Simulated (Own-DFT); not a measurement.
Simulation results for GaAs (zincblende with one plane slipped along a stacking-fault path, atoms displaced), GaN (wurtzite, strained, atoms displaced), Si3N4 (beta silicon nitride, strained, atoms displaced)

All values are calculated (Own-DFT development build). A calculation, not a measurement: plane-wave PBE density functional theory by an unreviewed code, no spin, of a simulated periodic cell, stress positive in tension, free energy of the whole cell less one offset for each atom, forces on such cells passed a denser k mesh, this cell's mesh not checked; offsets are fitted by least squares, one for each functional and potential file, so energies compare only between cells with the same atoms and settings and are not formation energies; the far tail of each file's local potential was reset to the Coulomb form; each entry is a single point on an unrelaxed cell, so the pressure reflects the starting lattice, mostly measured values (interpolated for alloys), from which strain is counted, and rises with the displacements; printed positions are rounded, which can move forces by about a meV/angstrom; the program, named Own-DFT, is a retired in-house code; no spin-orbit coupling.

Settings shared by all entries: functional PBE.

(1) GaAs (zincblende with one plane slipped along a stacking-fault path, atoms displaced)

```xyz
48
Lattice="5.6533 -5.6533 0.0000 0.0000 5.6533 -5.6533 12.1546 12.1546 9.6106" Properties=species:S:1:pos:R:3 GaAs
Ga     0.0066     5.6197    -5.6113
As     7.1755     1.4187    -4.2476
Ga     2.7663     2.7707     0.0423
As     4.2894     4.3133     1.5127
Ga     5.6442     2.8267     2.8645
As     7.0408     4.2681     4.2291
Ga     6.4703     6.4863     4.0116
As     7.8705     7.9215     5.5018
Ga     9.4212     9.3005     3.9476
As    10.6633    10.6436     5.3117
Ga    12.2204     9.3137     6.7620
As    13.6911    10.7385     8.1806
Ga    17.7430     9.3467     6.6976
As     7.1156    -1.3818    -1.3764
Ga     2.7228     5.6558    -2.7268
As     4.2112     7.1059    -1.2528
Ga     5.6649     5.7110    -0.0733
As     7.1460     6.9890     1.4896
Ga     6.5633     9.3765     1.1992
As     7.8214    10.7367     2.5256
Ga     9.2970    12.1709     1.0863
As    10.6647    13.6326     2.4929
Ga    12.0850    12.0949     3.9599
As    13.4823    13.5755     5.3973
Ga    15.0240     9.3633     9.4528
As     4.2479     4.2392    -4.0954
Ga     5.7360    -0.0739    -0.0300
As     7.1077     1.3387     1.3560
Ga     8.4831     0.0314     2.7750
As     9.8220     1.4179     4.2452
Ga     9.4183     3.6902     3.9561
As    10.7644     4.9789     5.3482
Ga    12.1818     6.5159     3.9111
As    13.6015     8.0664     5.3048
Ga    14.9556     6.4497     6.7874
As    16.3988     7.9220     8.2007
Ga     2.8554    -0.0489    -2.7638
As     4.2314     1.3110    -1.4137
Ga     5.5702     2.8149    -2.7754
As     7.0506     4.2383    -1.4107
Ga     8.4940     2.8711     0.0637
As     9.9060     4.3412     1.4172
Ga     9.2990     6.3991     1.1392
As    10.7403     7.9108     2.5795
Ga    12.2024     9.3486     1.1012
As    13.5655    10.7246     2.4879
Ga    14.9520     9.3440     4.0090
As    16.3591    10.8162     5.3823
```

* potential files: PseudoDojo norm-conserving, scalar-relativistic, standard set
* wave cutoff: 42 hartree
* occupations: Fermi-Dirac
* smearing width: 0.1 eV
* hardware: one NVIDIA H100
* k mesh: 4 x 4 x 2 centred on Gamma
* free energy of cell above offsets: -15.873 eV
* pressure: 4.65 GPa
* stress xx: -4.97 GPa
* stress yy: -5.79 GPa
* stress zz: -3.18 GPa
* stress yz: -0.13 GPa
* stress xz: 0.05 GPa
* stress xy: 0.58 GPa
* wall time: 797.9 s

Force:
```
element  x (eV/Å)  y (eV/Å)  z (eV/Å)
     Ga     0.617     0.502    -0.398
     As    -1.887    -0.521     0.917
     Ga     1.718     1.047    -0.468
     As    -0.101    -0.835    -1.327
     Ga     0.085      -0.6    -0.147
     As     0.421    -1.453      1.37
     Ga       0.5     1.341    -0.856
     As     0.512    -0.218    -1.948
     Ga    -1.988    -0.522     -0.37
     As     1.039     1.139     1.241
     Ga    -0.622     0.492     0.363
     As    -2.047     0.169    -0.002
     Ga     0.352     0.197     0.839
     As    -0.794    -1.718    -0.381
     Ga     1.509     0.675    -0.352
     As     -0.17     0.069     -1.62
     Ga     0.419    -0.583     1.122
     As    -2.294     0.495     0.801
     Ga    -0.195    -0.916    -2.006
     As      2.09     0.513     0.866
     Ga      0.38    -0.802      0.38
     As     0.711    -0.499     0.429
     Ga     0.023     0.538     -0.35
     As      1.01    -0.371    -0.713
     Ga     0.152    -0.541     2.303
     As    -0.542     0.385    -1.386
     Ga      -1.1     0.258     0.837
     As    -0.719     1.041     0.448
     Ga    -0.256     -0.34     0.669
     As     -0.26    -0.914     1.061
     Ga    -0.798     0.615    -1.457
     As     0.343     1.751     0.481
     Ga    -0.255     0.171     0.804
     As    -0.582     -2.33     0.871
     Ga     0.236     0.731    -0.572
     As       0.5    -0.708    -0.483
     Ga    -0.519     1.126    -0.952
     As     0.266     0.655     0.754
     Ga     0.917    -0.547     0.033
     As     0.202     -0.07    -0.211
     Ga    -0.399     0.405     0.167
     As     0.351    -3.528     1.333
     Ga     1.098     3.293    -1.169
     As     0.174    -0.226    -1.027
     Ga    -0.832    -0.143     0.889
     As    -0.232     0.316     0.893
     Ga     0.942     1.005    -1.253
     As     0.027    -0.542    -0.421
```

(2) GaN (wurtzite, strained, atoms displaced)

```xyz
96
Lattice="12.7560 0.0000 0.0000 -4.7835 8.2853 0.0000 0.0000 0.0000 10.3182" Properties=species:S:1:pos:R:3 GaN
Ga     0.0250     1.7711    10.2919
Ga     1.6759     1.0299     2.5642
N      0.0044     1.8991     2.0543
N      1.5983     0.8635     4.4335
Ga    -0.0531     1.7872     5.2182
Ga     1.7083     0.8768     7.7417
N      0.0626     1.9134     7.1090
N      1.5708     0.9902     9.7426
Ga    -1.6395     4.5686     0.0376
Ga    -0.0444     3.6772     2.5696
N     -1.4947     4.6674     1.9345
N      0.0386     3.7450     4.5493
Ga    -1.5567     4.6510     5.1739
Ga     0.0189     3.6694     7.7964
N     -1.5985     4.6928     7.1150
N      0.0459     3.5692     9.7781
Ga    -3.1579     7.4471    10.1977
Ga    -1.5798     6.4144     2.5759
N     -3.2793     7.3932     1.9726
N     -1.5991     6.4602     4.4561
Ga    -3.1994     7.3719     5.1819
Ga    -1.5701     6.4336     7.6753
N     -3.2163     7.3948     7.0872
N     -1.5447     6.3836     9.6048
Ga     3.1792     1.9472     0.1374
Ga     4.7541     0.8647     2.5801
N      3.2035     1.8076     1.9898
N      4.7792     0.8328     4.4418
Ga     3.1678     1.8546     5.1252
Ga     4.7964     0.8674     7.7775
N      3.2807     1.8167     7.0927
N      4.7109     0.8935     9.7550
Ga     1.5927     4.5908     0.0276
Ga     3.2607     3.7690     2.6286
N      1.6652     4.6411     1.9294
N      3.1885     3.6294     4.5642
Ga     1.7022     4.6233     5.0909
Ga     3.2380     3.5770     7.7417
N      1.5556     4.6272     7.1383
N      3.1572     3.6039     9.6647
Ga    -0.0205     7.3796    10.2754
Ga     1.6647     6.3779     2.5683
N     -0.0755     7.4163     2.0077
N      1.6011     6.4359     4.5437
Ga    -0.0130     7.3165     5.1235
Ga     1.5701     6.4625     7.7012
N      0.0353     7.4040     7.1554
N      1.6228     6.4615     9.6838
Ga     6.4030     1.8343     0.0126
Ga     7.9958     0.8575     2.5989
N      6.3751     1.9306     1.9501
N      7.9756     0.8458     4.4913
Ga     6.3568     1.8801     5.1186
Ga     8.0018     1.0187     7.7898
N      6.4257     1.8974     7.0993
N      7.9582     1.0153     9.7242
Ga     4.8313     4.5500     0.0344
Ga     6.4460     3.7116     2.5803
N      4.7947     4.5813     2.0414
N      6.3879     3.6754     4.5192
Ga     4.8360     4.5143     5.1499
Ga     6.4660     3.6904     7.7283
N      4.8605     4.6123     7.0874
N      6.3962     3.6555     9.7496
Ga     3.1002     7.3808     0.0699
Ga     4.6799     6.4991     2.5851
N      3.1842     7.3382     1.9415
N      4.8028     6.4541     4.4631
Ga     3.2222     7.4273     5.1704
Ga     4.7870     6.4194     7.6975
N      3.2734     7.4656     7.0533
N      4.6883     6.4984     9.6349
Ga     9.6510     1.8307     0.0800
Ga    11.2297     0.9528     2.5871
N      9.5294     1.8118     2.0290
N     11.1812     0.9234     4.4613
Ga     9.5021     1.8001     5.1871
Ga    11.2181     0.9074     7.7371
N      9.5990     1.7435     7.1402
N     11.2899     0.9106     9.6726
Ga     7.9150     4.6475     0.0354
Ga     9.5500     3.6178     2.5131
N      8.0437     4.6404     1.9397
N      9.5405     3.6931     4.5029
Ga     8.0412     4.5588     5.1665
Ga     9.5607     3.7403     7.8499
N      7.9496     4.6571     7.1431
N      9.6074     3.6503     9.7301
Ga     6.4150     7.3718    10.2938
Ga     8.0575     6.4928     2.5574
N      6.3677     7.3735     1.9450
N      7.9211     6.4346     4.5227
Ga     6.3843     7.3937     5.1510
Ga     7.9874     6.4311     7.7741
N      6.3966     7.4174     7.0485
N      8.0245     6.4731     9.6986
```

- potential files: PseudoDojo norm-conserving, scalar-relativistic, standard set with the stringent files for Ga
- wave cutoff: 96 hartree
- occupations: Gaussian
- smearing width: 0.01 eV
- k mesh: 3 x 4 x 3 centred on Gamma
- free energy of cell above offsets: -4.984 eV
- pressure: 7.92 GPa
- stress xx: -5.9 GPa
- stress yy: -8.88 GPa
- stress zz: -8.98 GPa
- stress yz: -0.25 GPa
- stress xz: 0.28 GPa
- stress xy: -0.33 GPa

Force:
```
element  x (eV/Å)  y (eV/Å)  z (eV/Å)
     Ga    -0.165     1.207     1.984
     Ga    -2.206    -2.006     0.108
      N     0.559    -0.714    -1.915
      N    -0.153     1.008     2.125
     Ga     1.175     1.151    -1.303
     Ga    -1.016     1.391     0.297
      N    -0.037    -1.494     0.446
      N      2.13    -0.843    -1.291
     Ga     1.674     0.605    -0.555
     Ga     1.396     0.768     1.026
      N    -1.805    -1.265    -0.096
      N     -0.18    -0.867    -0.239
     Ga    -0.284     -0.69    -0.452
     Ga    -0.118     0.852     0.015
      N    -0.138    -2.196    -0.085
      N    -0.841     1.833    -0.808
     Ga     0.661     -1.16     1.956
     Ga    -1.124     1.405    -0.538
      N     3.165     1.267     -1.77
      N      -0.4    -0.291     1.694
     Ga    -0.324    -0.345     -1.38
     Ga    -0.098     1.215     0.692
      N     0.657     -0.57     0.585
      N     -0.84     0.548     0.761
     Ga     0.131    -1.928    -1.237
     Ga     1.103     1.504    -0.479
      N      0.94      2.13     0.185
      N     0.115     1.374      2.04
     Ga     0.187    -1.928     0.072
     Ga     0.822     1.422     0.339
      N    -0.633     -0.53    -0.478
      N      0.71     1.246    -0.675
     Ga     0.138     0.215    -0.926
     Ga    -1.167    -1.688    -0.132
      N    -0.414    -1.357     0.502
      N     1.015     0.731    -0.597
     Ga    -1.849    -0.096     1.688
     Ga    -0.403     2.004    -0.184
      N     1.295    -0.517    -0.511
      N     0.839     1.833     0.334
     Ga     0.101    -0.922     1.145
     Ga    -1.918     1.561     0.744
      N     1.634    -1.965    -1.692
      N     0.682     0.365    -0.472
     Ga     0.319     0.446     0.319
     Ga     1.774    -0.097     0.361
      N    -0.721    -0.677    -1.481
      N    -1.043    -0.428    -0.077
     Ga    -1.141    -0.049     0.641
     Ga    -1.304     0.944    -0.426
      N      0.21    -1.776     0.301
      N    -0.497     1.998      0.19
     Ga    -0.041    -1.521     0.136
     Ga    -0.394    -1.429    -0.102
      N    -0.603    -0.743    -0.086
      N     1.164    -1.222     0.121
     Ga    -1.295     1.171    -0.227
     Ga    -0.138     0.276      0.12
      N     0.938     1.079    -1.405
      N     0.874    -0.046    -0.082
     Ga     -0.52     1.791     0.113
     Ga    -1.443    -0.014     0.725
      N    -0.689    -0.819     0.247
      N     0.007     0.605    -1.127
     Ga      1.22     0.507    -1.775
     Ga     2.886    -0.916    -0.158
      N    -0.952     0.898     0.057
      N    -0.508    -0.543     1.341
     Ga    -0.115    -1.934     0.055
     Ga     -0.14     0.951     0.105
      N    -1.182    -0.739     1.175
      N     1.296    -0.818     0.958
     Ga     -0.53    -0.603    -0.687
     Ga    -0.615    -0.976    -0.376
      N     1.179    -0.309    -1.125
      N     -0.89     0.237     1.586
     Ga      1.12      0.47    -0.355
     Ga     0.193     0.323    -0.088
      N     0.412     2.337    -0.292
      N    -2.261    -0.313     0.037
     Ga     1.118    -0.319    -0.185
     Ga     0.746     1.413     1.127
      N    -0.596    -0.135     0.128
      N     1.244    -0.888     0.039
     Ga    -1.196      1.35     0.006
     Ga     0.515     -0.74    -1.664
      N     1.416    -0.721    -0.387
      N    -1.122     0.133     0.476
     Ga    -1.121    -0.358     0.555
     Ga    -2.459    -0.759     1.042
      N    -0.167    -0.036    -0.305
      N     1.046    -0.361     0.231
     Ga    -0.219    -0.523    -0.748
     Ga    -0.637     1.108    -0.686
      N     0.336    -0.979     1.128
      N    -0.488    -0.509    -0.399
```

(3) Si3N4 (beta silicon nitride, strained, atoms displaced)

```xyz
42
Lattice="7.5990 -0.0695 0.1131 -3.8597 6.6521 0.0474 0.1298 0.1378 8.7456" Properties=species:S:1:pos:R:3 Si3N4
Si    -1.6655     5.1245     0.8421
Si     0.1897     2.6140     0.8104
Si     1.4033     5.4208     0.7585
Si     5.3634     1.4293     2.2958
Si     3.5478     3.9303     2.2588
Si     2.4297     1.1680     2.2596
N      2.3420     0.2005     0.7016
N      6.2488     1.9910     0.7890
N      2.7447     4.4300     0.8179
N      1.3082     6.4152     2.2609
N     -2.4471     4.7058     2.3540
N      1.0810     2.1937     2.2089
N     -0.0087     4.4617     0.8278
N      3.7474     2.2505     2.2604
Si    -1.5426     5.1733     3.6189
Si     0.2603     2.7824     3.7168
Si     1.3799     5.4770     3.7436
Si     5.4202     1.5247     5.1826
Si     3.6372     4.0117     5.2047
Si     2.4061     1.2070     5.1039
N      2.5538     0.1806     3.6709
N      6.1799     1.9330     3.7583
N      2.7624     4.5133     3.8046
N      1.5597     6.5111     5.2267
N     -2.3377     4.6507     5.1104
N      1.0695     2.2535     5.1559
N     -0.0209     4.4635     3.6944
N      3.9017     2.2492     5.1486
Si    -1.4938     5.2681     6.5488
Si     0.2200     2.7798     6.6125
Si     1.4855     5.4586     6.6342
Si     5.4940     1.6133     8.0531
Si     3.6563     3.9646     8.0535
Si     2.4715     1.2643     8.0255
N      2.5153     0.3084     6.6367
N      6.2656     1.9900     6.6697
N      2.7731     4.5864     6.6557
N      1.4539     6.4759     8.1548
N     -2.3519     4.7557     8.0367
N      1.0816     2.2539     8.0661
N      0.1459     4.4774     6.5960
N      3.8912     2.3125     8.0977
```

- potential files: PseudoDojo norm-conserving, scalar-relativistic, standard set
- wave cutoff: 42 hartree
- occupations: Fermi-Dirac
- smearing width: 0.1 eV
- k mesh: 3 x 3 x 3 centred on Gamma
- free energy of cell above offsets: -4.083 eV
- pressure: 6.17 GPa
- stress xx: -8.62 GPa
- stress yy: -7.01 GPa
- stress zz: -2.88 GPa
- stress yz: 5.31 GPa
- stress xz: 2.69 GPa
- stress xy: 0.16 GPa

Force:
```
element  x (eV/Å)  y (eV/Å)  z (eV/Å)
     Si     1.201    -0.585    -2.073
     Si     1.175     3.074    -1.046
     Si    -2.034     0.517     2.634
     Si      0.33     2.542    -0.901
     Si    -0.047     0.755     1.648
     Si      0.51    -0.798    -2.313
      N    -0.015    -0.119     2.505
      N    -3.569    -2.048     0.893
      N     1.676    -1.058    -0.308
      N     0.617    -1.025     0.084
      N    -1.731    -0.671    -3.823
      N    -1.545      0.57     1.901
      N    -1.096    -2.224     0.027
      N      1.72    -1.397    -0.051
     Si    -0.473    -1.112     3.315
     Si    -1.536    -1.604    -1.535
     Si    -0.217     1.904     0.461
     Si     0.419     0.735     1.143
     Si     0.045    -1.066     0.175
     Si      2.78     0.129     0.879
      N    -0.759     2.042      0.63
      N     2.966     1.393    -1.803
      N     1.012    -1.203    -1.543
      N    -1.294    -2.872    -0.471
      N     0.615     1.612      0.77
      N    -0.648      0.05    -0.342
      N     1.547    -0.319     0.244
      N    -3.337     0.605     0.303
     Si    -0.246    -2.399     1.358
     Si     0.957    -0.618     0.448
     Si    -3.445     5.686     0.876
     Si    -1.077    -1.484     3.262
     Si     0.315     2.153     1.231
     Si      0.89      0.56     1.017
      N    -0.383     -0.15    -2.615
      N     1.277     0.858    -2.448
      N     6.462    -4.631      0.01
      N     0.324     2.263    -3.084
      N     0.486     0.435     0.106
      N    -0.321     0.658    -0.887
      N    -3.107     0.409    -0.305
      N    -0.446    -1.564    -0.369
```
